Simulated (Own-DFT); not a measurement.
Simulation results for SiGe (diamond-structure random alloy, atoms displaced)

A calculation, not a measurement: plane-wave PBE density functional theory by an unreviewed code, no spin, of a simulated periodic cell, stress positive in tension, free energy of the whole cell less one offset for each atom, forces on such cells passed a denser k mesh, this cell's mesh not checked; offsets are fitted by least squares, one for each functional and potential file, so energies compare only between cells with the same atoms and settings and are not formation energies; the far tail of each file's local potential was reset to the Coulomb form; each entry is a single point on an unrelaxed cell, so the pressure reflects the starting lattice, mostly measured values, from which strain is counted, and rises with the displacements; printed positions are rounded, which can move forces by about a meV/angstrom; the program is a retired in-house code; no spin-orbit coupling. Program: Own-DFT development build.

Settings shared by all entries: functional PBE; potential files PseudoDojo norm-conserving, scalar-relativistic, standard set; wave cutoff 42 hartree; occupations Fermi-Dirac; smearing width 0.1 eV; k mesh 3 x 3 x 3 centred on Gamma.

```yaml
- entry: 1
  formula: SiGe
  kind: "diamond-structure random alloy, atoms displaced"
  structure:
    cell_angstrom: [[11.089, 0.0, 0.0], [0.0, 11.089, 0.0], [0.0, 0.0, 11.089]]
    atoms_fractional:
      - [Ge, 0.99977, 0.99885, 0.00226]
      - [Ge, 0.00055, 0.25569, 0.2521]
      - [Ge, 0.24715, 0.99847, 0.24996]
      - [Ge, 0.24871, 0.24647, 0.00277]
      - [Si, 0.12489, 0.12791, 0.12766]
      - [Ge, 0.12781, 0.37676, 0.37495]
      - [Ge, 0.37638, 0.1231, 0.37828]
      - [Si, 0.37687, 0.37975, 0.12124]
      - [Si, 0.00017, 0.99666, 0.50444]
      - [Si, 0.00194, 0.25267, 0.74947]
      - [Si, 0.2589, 0.99381, 0.75591]
      - [Si, 0.24954, 0.24838, 0.49907]
      - [Si, 0.1258, 0.12881, 0.6223]
      - [Si, 0.1259, 0.3727, 0.87763]
      - [Ge, 0.37554, 0.1218, 0.87673]
      - [Si, 0.37754, 0.36846, 0.62473]
      - [Si, 0.00334, 0.50137, 0.00141]
      - [Ge, 0.99749, 0.75075, 0.25166]
      - [Si, 0.24916, 0.50357, 0.24671]
      - [Ge, 0.24836, 0.75243, 0.996]
      - [Si, 0.12636, 0.62724, 0.12405]
      - [Ge, 0.12448, 0.87138, 0.37494]
      - [Ge, 0.37604, 0.62988, 0.37278]
      - [Ge, 0.37946, 0.87714, 0.12842]
      - [Si, 0.99934, 0.49872, 0.49757]
      - [Si, 0.00109, 0.74976, 0.75206]
      - [Ge, 0.24793, 0.49742, 0.74913]
      - [Ge, 0.25323, 0.74913, 0.49598]
      - [Si, 0.12666, 0.62195, 0.62461]
      - [Si, 0.12615, 0.88001, 0.87324]
      - [Ge, 0.3752, 0.62629, 0.87553]
      - [Ge, 0.37418, 0.8709, 0.62749]
      - [Ge, 0.50097, 0.99543, 0.99642]
      - [Si, 0.49919, 0.24834, 0.25324]
      - [Ge, 0.74615, 0.00454, 0.25429]
      - [Si, 0.75093, 0.25173, 0.99855]
      - [Si, 0.62539, 0.12292, 0.125]
      - [Ge, 0.62603, 0.37726, 0.37833]
      - [Si, 0.87751, 0.1223, 0.37547]
      - [Ge, 0.8764, 0.37244, 0.12574]
      - [Si, 0.50341, 0.00357, 0.50013]
      - [Si, 0.49911, 0.25383, 0.75117]
      - [Si, 0.75161, 0.00242, 0.74857]
      - [Si, 0.75138, 0.25252, 0.49892]
      - [Ge, 0.62213, 0.1244, 0.62741]
      - [Si, 0.62449, 0.37484, 0.87465]
      - [Ge, 0.87415, 0.12587, 0.8765]
      - [Ge, 0.87681, 0.37294, 0.6242]
      - [Si, 0.50059, 0.50163, 0.00088]
      - [Si, 0.50117, 0.74664, 0.24873]
      - [Ge, 0.753, 0.49904, 0.24726]
      - [Ge, 0.74816, 0.74821, 0.99964]
      - [Ge, 0.6253, 0.62532, 0.12455]
      - [Ge, 0.62754, 0.8759, 0.37404]
      - [Ge, 0.87946, 0.62702, 0.37582]
      - [Si, 0.8749, 0.87654, 0.12968]
      - [Si, 0.4978, 0.50273, 0.49616]
      - [Ge, 0.49946, 0.75165, 0.75021]
      - [Ge, 0.75105, 0.49895, 0.74784]
      - [Ge, 0.74702, 0.74727, 0.50021]
      - [Ge, 0.62907, 0.62143, 0.62506]
      - [Si, 0.62221, 0.8718, 0.87796]
      - [Si, 0.87489, 0.62539, 0.87439]
      - [Si, 0.87379, 0.87925, 0.62569]
  results:
    "free_energy_of_cell_above_offsets [eV]": "-6.286"
    "pressure [GPa]": 2.79
    "stress_xx [GPa]": -2.82
    "stress_yy [GPa]": -2.75
    "stress_zz [GPa]": -2.81
    "stress_yz [GPa]": 0.38
    "stress_xz [GPa]": -0.03
    "stress_xy [GPa]": 0.31
    force_element: [Ge, Ge, Ge, Ge, Si, Ge, Ge, Si, Si, Si, Si, Si, Si, Si, Ge, Si, Si, Ge, Si, Ge, Si, Ge, Ge, Ge, Si, Si, Ge, Ge, Si, Si, Ge, Ge, Ge, Si, Ge, Si, Si, Ge, Si, Ge, Si, Si, Si, Si, Ge, Si, Ge, Ge, Si, Si, Ge, Ge, Ge, Ge, Ge, Si, Si, Ge, Ge, Ge, Ge, Si, Si, Si]
    "force_x [eV/angstrom]": [0.307, 0.088, 0.086, 0.168, -0.358, 0.411, -0.182, 0.006, 0.055, 0.405, -1.444, 0.277, 0.187, -0.506, 0.232, -0.28, -0.119, 0.47, 0.327, -0.155, -0.257, -0.335, 0.204, -0.384, 0.522, 0.01, 0.342, -0.803, -0.711, -0.314, 0.095, 0.4, 0.644, 0.151, 0.95, -0.743, -0.31, -0.295, 0.053, -0.024, -0.435, 0.118, -0.477, 0.12, 0.541, -0.137, 0.09, 0.24, 0.108, 0.3, -0.164, 0.754, -0.388, -1.12, -0.512, -0.528, -0.123, 0.766, 0.285, 0.919, -1.28, 0.994, 0.601, 0.159]
    "force_y [eV/angstrom]": [0.078, -1.36, 0.532, 0.6, -0.326, 0.458, 0.219, -0.44, 0.634, -0.405, 0.855, 0.156, -0.778, 0.199, 0.63, 0.736, 0.04, -0.074, -0.127, 0.257, -0.203, 0.669, -1.012, -0.738, 0.335, 0.261, -0.426, -0.221, 0.325, -0.484, -0.595, 1.02, 0.574, 0.401, 0.026, -0.243, 0.897, -0.303, 0.471, 0.463, -0.892, -0.329, -0.746, -0.917, 0.624, 0.089, 0.259, -0.037, -0.425, 0.701, 0.243, 0.63, -0.353, -0.377, -0.696, -0.004, -0.529, -0.479, -0.27, 0.739, 0.064, 0.473, -0.192, -0.676]
    "force_z [eV/angstrom]": [0.291, 0.152, -0.016, 0.075, 0.106, 0.275, -0.176, 0.794, -0.252, 0.253, -0.926, 0.422, 0.74, -0.128, -0.474, -0.538, -0.333, -1.006, -0.301, 0.605, 0.008, 0.458, -0.521, -0.156, 0.637, -0.411, -0.066, 1.0, -0.271, -0.227, -0.013, -0.804, 0.684, -0.868, -0.775, 0.294, -0.308, -0.346, 0.734, -1.054, 0.272, 0.241, 0.553, 0.033, -0.106, 0.362, -0.521, -0.31, -0.398, 0.1, 0.496, -0.065, 0.137, 0.245, 0.247, -0.316, 0.83, 0.18, 0.913, 0.248, -0.193, -1.002, 0.149, 0.344]
- entry: 2
  formula: SiGe
  kind: "diamond-structure random alloy, atoms displaced"
  structure:
    cell_angstrom: [[11.089, 0.0, 0.0], [0.0, 11.089, 0.0], [0.0, 0.0, 11.089]]
    atoms_fractional:
      - [Si, 0.99833, 0.00265, 0.99631]
      - [Ge, 0.99894, 0.25062, 0.25107]
      - [Ge, 0.25028, 0.00023, 0.24846]
      - [Ge, 0.24824, 0.24939, 0.00181]
      - [Si, 0.13085, 0.12311, 0.12191]
      - [Si, 0.12934, 0.37319, 0.37372]
      - [Ge, 0.37512, 0.12677, 0.37777]
      - [Si, 0.37331, 0.37517, 0.12485]
      - [Si, 0.00444, 0.99653, 0.49837]
      - [Si, 0.99912, 0.25194, 0.74631]
      - [Ge, 0.24734, 0.00026, 0.75147]
      - [Ge, 0.24843, 0.24765, 0.50223]
      - [Ge, 0.1272, 0.12562, 0.62351]
      - [Si, 0.11718, 0.37542, 0.87296]
      - [Si, 0.37389, 0.12512, 0.87117]
      - [Si, 0.37343, 0.37482, 0.62272]
      - [Si, 0.99788, 0.50112, 0.00123]
      - [Ge, 0.99954, 0.75455, 0.25351]
      - [Si, 0.2511, 0.49987, 0.25079]
      - [Si, 0.24927, 0.74715, 0.99735]
      - [Ge, 0.1268, 0.62899, 0.13038]
      - [Si, 0.12256, 0.87621, 0.37882]
      - [Si, 0.37464, 0.62482, 0.3704]
      - [Ge, 0.37368, 0.87839, 0.12381]
      - [Si, 0.00282, 0.49989, 0.49959]
      - [Si, 0.99954, 0.7517, 0.75123]
      - [Ge, 0.25197, 0.49716, 0.74944]
      - [Si, 0.24793, 0.74982, 0.49754]
      - [Ge, 0.12474, 0.62353, 0.6274]
      - [Ge, 0.12245, 0.87493, 0.88115]
      - [Si, 0.37907, 0.62825, 0.87864]
      - [Ge, 0.37149, 0.87401, 0.62483]
      - [Si, 0.49867, 0.99391, 0.99912]
      - [Si, 0.49646, 0.24586, 0.24992]
      - [Si, 0.7485, 0.99639, 0.25158]
      - [Si, 0.74902, 0.25052, 0.00508]
      - [Ge, 0.6286, 0.1219, 0.1241]
      - [Si, 0.62733, 0.37645, 0.3776]
      - [Ge, 0.87526, 0.1267, 0.38042]
      - [Si, 0.87528, 0.37954, 0.12548]
      - [Ge, 0.50295, 0.00171, 0.49913]
      - [Ge, 0.50076, 0.25138, 0.74917]
      - [Ge, 0.75256, 0.00242, 0.75129]
      - [Si, 0.74913, 0.24779, 0.49748]
      - [Ge, 0.62773, 0.12555, 0.62365]
      - [Ge, 0.62573, 0.37488, 0.87948]
      - [Ge, 0.87664, 0.12431, 0.87519]
      - [Ge, 0.87425, 0.37021, 0.62561]
      - [Ge, 0.49521, 0.49535, 0.00064]
      - [Ge, 0.50063, 0.74785, 0.25492]
      - [Ge, 0.74908, 0.49905, 0.25088]
      - [Si, 0.74839, 0.74794, 0.99295]
      - [Ge, 0.62094, 0.63232, 0.12231]
      - [Si, 0.62827, 0.87388, 0.37525]
      - [Si, 0.8751, 0.62429, 0.3762]
      - [Ge, 0.87306, 0.87896, 0.12485]
      - [Ge, 0.49932, 0.5014, 0.5016]
      - [Si, 0.50118, 0.75424, 0.752]
      - [Ge, 0.74869, 0.49797, 0.74862]
      - [Ge, 0.74269, 0.74767, 0.50327]
      - [Si, 0.62777, 0.62634, 0.62357]
      - [Ge, 0.62637, 0.87733, 0.87492]
      - [Si, 0.88062, 0.62732, 0.87859]
      - [Si, 0.87486, 0.877, 0.61914]
  results:
    "free_energy_of_cell_above_offsets [eV]": "-6.577"
    "pressure [GPa]": 2.71
    "stress_xx [GPa]": -2.72
    "stress_yy [GPa]": -2.7
    "stress_zz [GPa]": -2.73
    "stress_yz [GPa]": 0.4
    "stress_xz [GPa]": 0.55
    "stress_xy [GPa]": 0.07
    force_element: [Si, Ge, Ge, Ge, Si, Si, Ge, Si, Si, Si, Ge, Ge, Ge, Si, Si, Si, Si, Ge, Si, Si, Ge, Si, Si, Ge, Si, Si, Ge, Si, Ge, Ge, Si, Ge, Si, Si, Si, Si, Ge, Si, Ge, Si, Ge, Ge, Ge, Si, Ge, Ge, Ge, Ge, Ge, Ge, Ge, Si, Ge, Si, Si, Ge, Ge, Si, Ge, Ge, Si, Ge, Si, Si]
    "force_x [eV/angstrom]": [0.513, 0.593, -0.608, 0.142, -1.381, -0.408, 0.081, -0.113, -0.557, 0.306, 0.238, 0.373, -1.131, 0.321, 0.462, 0.261, 0.303, -0.364, 0.201, 0.421, -0.027, 0.753, -0.59, 0.109, -0.255, -0.422, 0.181, 0.087, -0.168, -0.096, -0.35, 0.355, -0.048, 0.672, 0.2, 0.828, -0.834, -0.611, -0.094, -0.101, -0.011, -0.46, 0.209, -0.231, 0.049, 0.153, 0.064, 0.114, 0.045, -0.25, 0.074, 0.605, 0.589, -0.363, 0.112, -0.172, -0.003, 0.008, 0.486, 1.321, -1.239, -0.209, -0.498, 0.362]
    "force_y [eV/angstrom]": [0.107, 0.056, 0.039, 0.371, -0.124, 0.652, -0.16, -0.347, 0.362, -0.412, -0.016, 1.0, -0.367, -0.001, -0.244, -0.132, 0.005, -0.166, -0.338, 0.149, -0.64, -0.139, -0.176, -1.097, -0.29, 0.161, 0.163, -0.276, 0.457, -0.308, -0.058, -0.285, 1.307, 1.037, 0.375, 0.245, -0.151, -0.836, -0.923, -0.506, -0.732, -0.019, -0.5, 0.669, 0.312, -0.354, 1.118, 0.358, 0.719, 0.935, 0.452, 0.208, -0.88, 0.252, -0.136, -0.285, 0.07, -0.862, 0.848, 0.414, -0.206, -0.341, -0.176, -0.358]
    "force_z [eV/angstrom]": [1.14, -0.692, 0.65, -0.784, 0.206, 0.193, -0.498, 0.797, 0.418, 0.581, 0.313, -0.41, 0.446, 0.281, 0.719, 0.223, 0.068, 0.304, 0.039, 0.37, -0.615, -0.288, 0.776, -0.208, -0.414, -0.294, 0.755, -0.251, -0.359, -0.461, -0.688, -0.164, -0.368, -0.106, 0.439, -0.166, 0.24, -0.376, -0.47, -0.319, -0.08, -0.056, -0.698, 0.204, 0.055, -0.115, 0.18, -0.885, 0.246, -0.121, -0.086, 0.536, -0.224, -0.113, 0.332, -0.65, -0.232, -0.37, 0.453, -0.692, 1.185, -0.03, -0.55, 0.681]
- entry: 3
  formula: SiGe
  kind: "diamond-structure random alloy, atoms displaced"
  structure:
    cell_angstrom: [[11.089, 0.0, 0.0], [0.0, 11.089, 0.0], [0.0, 0.0, 11.089]]
    atoms_fractional:
      - [Ge, 0.9984, 0.00148, 0.00074]
      - [Si, 0.99959, 0.24708, 0.24754]
      - [Si, 0.25555, 0.99894, 0.24674]
      - [Si, 0.24711, 0.24665, 0.99958]
      - [Ge, 0.12307, 0.12364, 0.12746]
      - [Ge, 0.12394, 0.37465, 0.37374]
      - [Ge, 0.37809, 0.12633, 0.37408]
      - [Ge, 0.37398, 0.37438, 0.1226]
      - [Ge, 0.99952, 0.99902, 0.50048]
      - [Ge, 0.99551, 0.25126, 0.75459]
      - [Si, 0.24827, 0.00166, 0.74858]
      - [Ge, 0.25352, 0.25319, 0.4995]
      - [Si, 0.12684, 0.12328, 0.62364]
      - [Ge, 0.13072, 0.37402, 0.87466]
      - [Si, 0.37643, 0.12254, 0.87541]
      - [Si, 0.37638, 0.37268, 0.62471]
      - [Ge, 0.99968, 0.50099, 0.99906]
      - [Si, 0.00051, 0.74987, 0.25045]
      - [Ge, 0.25196, 0.49549, 0.25038]
      - [Si, 0.24737, 0.75199, 0.99766]
      - [Si, 0.1258, 0.62649, 0.1201]
      - [Si, 0.12706, 0.8741, 0.37359]
      - [Si, 0.37314, 0.6224, 0.37838]
      - [Ge, 0.37507, 0.87956, 0.12379]
      - [Si, 0.9947, 0.50101, 0.50124]
      - [Ge, 0.00254, 0.74888, 0.74931]
      - [Ge, 0.25048, 0.50094, 0.75083]
      - [Ge, 0.24966, 0.75037, 0.49934]
      - [Ge, 0.12745, 0.6233, 0.62349]
      - [Si, 0.12786, 0.87423, 0.87831]
      - [Ge, 0.37709, 0.62578, 0.8776]
      - [Si, 0.37672, 0.877, 0.62507]
      - [Si, 0.49925, 0.99739, 0.00153]
      - [Ge, 0.49909, 0.24946, 0.24872]
      - [Si, 0.74417, 0.00659, 0.2547]
      - [Si, 0.75028, 0.24569, 0.99969]
      - [Ge, 0.62874, 0.12141, 0.12468]
      - [Ge, 0.62731, 0.37001, 0.37532]
      - [Ge, 0.87829, 0.12695, 0.37094]
      - [Ge, 0.87546, 0.37495, 0.12317]
      - [Si, 0.4972, 0.00243, 0.50069]
      - [Si, 0.50253, 0.25082, 0.75084]
      - [Ge, 0.75321, 0.99702, 0.74248]
      - [Si, 0.74765, 0.24903, 0.49969]
      - [Ge, 0.62328, 0.12481, 0.62365]
      - [Ge, 0.62883, 0.37674, 0.8766]
      - [Si, 0.8815, 0.12424, 0.87612]
      - [Si, 0.87351, 0.37773, 0.61878]
      - [Ge, 0.50757, 0.49753, 0.00293]
      - [Si, 0.50079, 0.74758, 0.25303]
      - [Si, 0.7505, 0.4997, 0.25252]
      - [Si, 0.75422, 0.74961, 0.00308]
      - [Si, 0.62084, 0.6178, 0.12508]
      - [Si, 0.62998, 0.87436, 0.3744]
      - [Ge, 0.8747, 0.62502, 0.37585]
      - [Ge, 0.87247, 0.87198, 0.12754]
      - [Si, 0.50062, 0.49783, 0.49512]
      - [Ge, 0.50326, 0.75208, 0.75302]
      - [Ge, 0.75147, 0.49689, 0.75098]
      - [Si, 0.74731, 0.74731, 0.50028]
      - [Si, 0.62175, 0.6276, 0.62332]
      - [Ge, 0.6265, 0.87187, 0.87633]
      - [Si, 0.87279, 0.62285, 0.87601]
      - [Ge, 0.87349, 0.87632, 0.62963]
  results:
    "free_energy_of_cell_above_offsets [eV]": "-6.306"
    "pressure [GPa]": 2.8
    "stress_xx [GPa]": -2.78
    "stress_yy [GPa]": -2.79
    "stress_zz [GPa]": -2.82
    "stress_yz [GPa]": 0.27
    "stress_xz [GPa]": 0.0
    "stress_xy [GPa]": -0.12
    force_element: [Ge, Si, Si, Si, Ge, Ge, Ge, Ge, Ge, Ge, Si, Ge, Si, Ge, Si, Si, Ge, Si, Ge, Si, Si, Si, Si, Ge, Si, Ge, Ge, Ge, Ge, Si, Ge, Si, Si, Ge, Si, Si, Ge, Ge, Ge, Ge, Si, Si, Ge, Si, Ge, Ge, Si, Si, Ge, Si, Si, Si, Si, Si, Ge, Ge, Si, Ge, Ge, Si, Si, Ge, Si, Ge]
    "force_x [eV/angstrom]": [0.268, 0.152, -0.92, 0.694, 0.647, -0.893, -0.465, -0.085, 0.598, 0.554, 0.314, -0.46, -0.185, -0.524, -0.075, 0.698, 0.313, 0.684, -0.333, 0.257, -0.002, -0.1, 0.612, 0.187, 0.663, -0.144, 0.793, 0.508, -0.646, -0.122, -0.121, -0.228, 0.299, 0.396, 0.808, 0.588, -0.662, 0.017, -0.653, -0.409, 0.46, -0.621, -0.626, 0.796, -0.076, -0.128, -1.49, -0.144, -1.038, -0.016, -0.292, -0.816, 1.297, -0.827, -0.081, -0.148, -0.194, -0.591, 0.078, 0.056, 0.134, 0.571, 0.153, 0.518]
    "force_y [eV/angstrom]": [-0.772, 0.734, 0.191, -0.29, 0.073, -0.081, -0.652, -0.57, -0.077, 0.043, -0.359, -0.493, 0.44, -0.134, 0.232, 0.539, 0.243, -0.145, 1.3, -0.135, 0.236, 0.264, 0.14, -1.26, -0.247, -0.036, -0.363, 0.336, -0.213, 0.439, 0.082, 0.271, 0.52, 0.014, -1.211, -0.027, 0.25, 0.707, 0.089, -0.358, -0.984, -0.035, 1.271, 0.01, 0.236, -1.261, -0.022, -0.692, 0.095, -0.074, -0.046, -1.071, 1.409, 0.113, 0.202, 0.66, 0.214, -0.231, 0.928, 0.444, -0.701, 0.634, 0.581, -1.401]
    "force_z [eV/angstrom]": [-0.202, 0.033, 0.918, -0.097, 0.092, 0.26, 0.015, -0.398, -0.193, -1.278, 0.238, 0.454, 0.365, 0.331, -0.084, 0.213, -0.199, -0.099, -0.29, 0.461, 0.73, -0.577, -0.438, 0.082, -0.159, 0.898, -0.407, -0.094, -0.238, -0.626, 0.256, 0.203, -0.663, -0.408, -0.062, -0.339, -0.46, -0.085, 0.497, 0.459, -0.307, 0.214, 1.883, 0.2, -0.049, -0.16, -0.083, 0.363, -0.34, -0.093, -0.494, -0.174, 0.939, 0.374, -0.138, 0.638, 0.848, -0.967, -0.904, 0.2, -0.208, 0.664, -0.01, -1.504]
- entry: 4
  formula: SiGe
  kind: "diamond-structure random alloy, atoms displaced"
  structure:
    cell_angstrom: [[11.089, 0.0, 0.0], [0.0, 11.089, 0.0], [0.0, 0.0, 11.089]]
    atoms_fractional:
      - [Ge, 0.99968, 0.99692, 0.00077]
      - [Si, 0.00168, 0.25028, 0.25018]
      - [Si, 0.24779, 0.00117, 0.25199]
      - [Ge, 0.25591, 0.2476, 0.00151]
      - [Si, 0.12488, 0.1268, 0.12416]
      - [Ge, 0.1242, 0.37588, 0.37078]
      - [Ge, 0.37908, 0.12144, 0.3792]
      - [Ge, 0.37281, 0.37314, 0.12401]
      - [Ge, 0.00437, 0.00027, 0.49363]
      - [Ge, 0.00499, 0.24867, 0.74823]
      - [Ge, 0.24808, 0.00277, 0.74814]
      - [Ge, 0.24854, 0.25395, 0.50052]
      - [Si, 0.12694, 0.12173, 0.62437]
      - [Ge, 0.12669, 0.36917, 0.87691]
      - [Si, 0.37342, 0.1261, 0.87795]
      - [Ge, 0.37097, 0.3782, 0.62226]
      - [Ge, 0.00323, 0.50243, 0.99857]
      - [Si, 0.00025, 0.74792, 0.2469]
      - [Si, 0.24747, 0.49879, 0.25542]
      - [Ge, 0.25053, 0.74816, 0.00117]
      - [Si, 0.12397, 0.62237, 0.12363]
      - [Ge, 0.12324, 0.87648, 0.37509]
      - [Si, 0.37751, 0.62393, 0.37617]
      - [Si, 0.37275, 0.87061, 0.12613]
      - [Si, 0.00329, 0.49784, 0.49931]
      - [Ge, 0.99921, 0.75002, 0.75174]
      - [Si, 0.24832, 0.50179, 0.7485]
      - [Ge, 0.2448, 0.75136, 0.50033]
      - [Ge, 0.12428, 0.6241, 0.62595]
      - [Si, 0.12729, 0.87511, 0.87206]
      - [Ge, 0.37272, 0.62334, 0.87589]
      - [Si, 0.3686, 0.87704, 0.62059]
      - [Si, 0.4985, 0.00189, 0.99879]
      - [Si, 0.4972, 0.24681, 0.25071]
      - [Ge, 0.74627, 0.99807, 0.24694]
      - [Si, 0.74899, 0.25276, 0.99923]
      - [Si, 0.62377, 0.12282, 0.12558]
      - [Ge, 0.62527, 0.37618, 0.37754]
      - [Si, 0.88251, 0.12403, 0.37309]
      - [Ge, 0.87299, 0.37654, 0.12686]
      - [Si, 0.50381, 0.00323, 0.49737]
      - [Si, 0.49528, 0.24756, 0.75222]
      - [Ge, 0.75007, 0.99596, 0.74625]
      - [Si, 0.74945, 0.25042, 0.49827]
      - [Si, 0.62352, 0.12778, 0.62829]
      - [Si, 0.62684, 0.37384, 0.87746]
      - [Ge, 0.87104, 0.12508, 0.87057]
      - [Si, 0.87726, 0.37623, 0.62308]
      - [Ge, 0.49532, 0.49942, 0.99637]
      - [Si, 0.5012, 0.75007, 0.24959]
      - [Ge, 0.74861, 0.50252, 0.25571]
      - [Ge, 0.75202, 0.74527, 0.99821]
      - [Si, 0.62807, 0.62644, 0.12866]
      - [Si, 0.62556, 0.87505, 0.37201]
      - [Ge, 0.87535, 0.62801, 0.37703]
      - [Ge, 0.87007, 0.87314, 0.12671]
      - [Ge, 0.50144, 0.49954, 0.49563]
      - [Si, 0.49819, 0.75159, 0.74712]
      - [Si, 0.75091, 0.50687, 0.74745]
      - [Ge, 0.75531, 0.74771, 0.49573]
      - [Si, 0.6275, 0.62093, 0.62613]
      - [Ge, 0.62309, 0.87867, 0.87821]
      - [Si, 0.87458, 0.62978, 0.87185]
      - [Ge, 0.87099, 0.87755, 0.62396]
  results:
    "free_energy_of_cell_above_offsets [eV]": "-6.080"
    "pressure [GPa]": 2.86
    "stress_xx [GPa]": -2.83
    "stress_yy [GPa]": -2.87
    "stress_zz [GPa]": -2.87
    "stress_yz [GPa]": -0.28
    "stress_xz [GPa]": 0.06
    "stress_xy [GPa]": 0.42
    force_element: [Ge, Si, Si, Ge, Si, Ge, Ge, Ge, Ge, Ge, Ge, Ge, Si, Ge, Si, Ge, Ge, Si, Si, Ge, Si, Ge, Si, Si, Si, Ge, Si, Ge, Ge, Si, Ge, Si, Si, Si, Ge, Si, Si, Ge, Si, Ge, Si, Si, Ge, Si, Si, Si, Ge, Si, Ge, Si, Ge, Ge, Si, Si, Ge, Ge, Ge, Si, Si, Ge, Si, Ge, Si, Ge]
    "force_x [eV/angstrom]": [0.254, -0.211, 0.373, -0.887, 0.034, -0.386, -0.633, 0.348, -0.685, -0.679, 0.481, -0.233, -0.264, 0.487, 0.634, 0.607, -0.708, 0.145, 0.612, -0.566, 0.383, 0.253, -0.481, 0.413, -0.622, 0.06, -0.022, 0.934, -0.245, -0.15, 0.087, 1.328, -0.491, 0.617, 0.296, -0.323, -0.355, -0.13, -1.119, 0.233, 0.307, 0.478, -0.947, 0.652, -0.077, -0.144, 0.277, -0.336, 1.354, -0.149, -0.005, -0.56, -0.81, -0.505, 1.491, 0.846, -0.157, -0.017, 0.299, -1.674, -0.538, -0.35, 0.059, 1.114]
    "force_y [eV/angstrom]": [0.304, -0.37, -0.044, -0.466, -0.312, -0.103, 0.366, 0.49, 0.53, -0.116, -0.261, -0.974, 0.591, 0.822, -0.524, 0.019, -0.037, 0.022, 0.827, 0.35, 0.282, -0.702, 0.469, 0.932, 0.09, 0.518, -0.396, -0.365, -0.437, -0.082, 0.435, 0.09, -0.022, 0.119, 0.725, -0.549, 0.807, -1.185, 0.579, -0.291, -0.949, 0.461, 0.933, -0.459, 0.009, 0.181, 0.225, 0.129, -0.034, -0.032, 0.078, 0.124, -0.223, -0.2, -0.802, -0.424, 0.594, -0.017, -1.146, 0.589, 0.938, -0.685, -0.989, -0.431]
    "force_z [eV/angstrom]": [-0.219, -0.49, -0.663, 0.045, 0.482, 0.367, -0.654, 1.181, 1.228, -0.583, 0.385, -0.081, -0.485, -0.38, -0.533, 0.919, -0.238, -0.017, -0.908, 0.068, 0.882, -1.338, -0.582, 0.268, 0.156, -0.095, 0.441, -0.267, -0.051, 0.46, -1.165, 0.172, 0.771, -0.239, 0.745, 0.307, -0.547, -0.669, -0.18, -0.106, 0.94, 0.058, 0.298, 0.514, -0.545, -0.881, 0.611, -0.037, 0.786, 0.032, -0.591, 0.184, -0.371, 0.494, -0.516, -0.119, 0.926, -0.289, 0.498, 0.821, -0.23, -0.432, 0.046, -0.583]
```
